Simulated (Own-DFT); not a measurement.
# Strain and stress in wurtzite AlGaN with randomly placed atoms, 72 atoms (Al9Ga27N36)

All numbers below are calculated, not measured. They come from Own-DFT, an in-house plane-wave density functional program, since retired, whose code no person has reviewed. Each row is one single-point run on a periodic cell that was not relaxed, without spin or spin-orbit coupling.

Settings of every run: PBE; PseudoDojo norm-conserving scalar-relativistic files; cutoff 42 hartree; 4 x 4 x 3 k mesh centred on Gamma; Fermi-Dirac smearing of 0.1 eV.

Known limits: forces on such cells passed a denser k mesh, each cell not checked; stress not checked against mesh or cutoff.

Unstrained cell vectors in Å: (9.509, 0.000, 0.000); (-4.755, 8.235, 0.000); (0.000, 0.000, 10.268). The unstrained cell has measured lattice constants (interpolated for alloys), not those of this functional. That, the random moves and any unrelaxed bonds set the pressure at no strain. Each run strains this cell uniformly, with the atoms carried along. Every atom was also moved at random, by a Gaussian of width 0.05 Å on each axis. The random placing of the alloy's atoms differs from row to row. Strain is the symmetric tensor, in per cent. Stress is positive in tension, and the pressure is minus a third of its trace.

```
run,e_xx (%),e_yy (%),e_zz (%),s_xx (GPa),s_yy (GPa),s_zz (GPa),P (GPa),E (meV/atom)
1,-2.75,-2.75,0.00,-23.96,-26.10,-11.45,20.51,60.3
2,1.00,1.00,0.00,-1.46,-2.68,-6.48,3.54,1.0
3,2.50,2.50,0.00,4.98,4.89,-4.35,-1.84,0.0
4,-1.50,-1.50,0.00,-14.23,-16.89,-11.22,14.11,31.6
5,0.50,0.50,0.00,-5.64,-3.17,-7.19,5.34,0.3
6,-2.50,-2.50,0.00,-21.89,-25.11,-11.29,19.43,60.8
7,1.25,1.25,0.00,-0.60,-2.33,-6.61,3.18,15.2
8,-2.25,-2.25,0.00,-21.97,-20.51,-12.20,18.23,56.1
9,-0.75,-0.75,0.00,?,?,?,?,?
```

E is the free energy for each atom above the lowest run shown.

## Worked fit

The change of volume is close to e_xx + e_yy + e_zz. A straight line through the runs shown gives P = 8.36 - 217 x (fractional change of volume) GPa, with an error of 6 on the slope and a scatter of 0.64 GPa. The strain isn't the same on all axes and the cell isn't cubic, so the slope belongs to this path and is not the bulk modulus.

## Withheld run

Question: what pressure should run 9 give? Its volume changes by -1.49 %.

The line gives 11.6 GPa. The calculation gave 10.42 GPa.
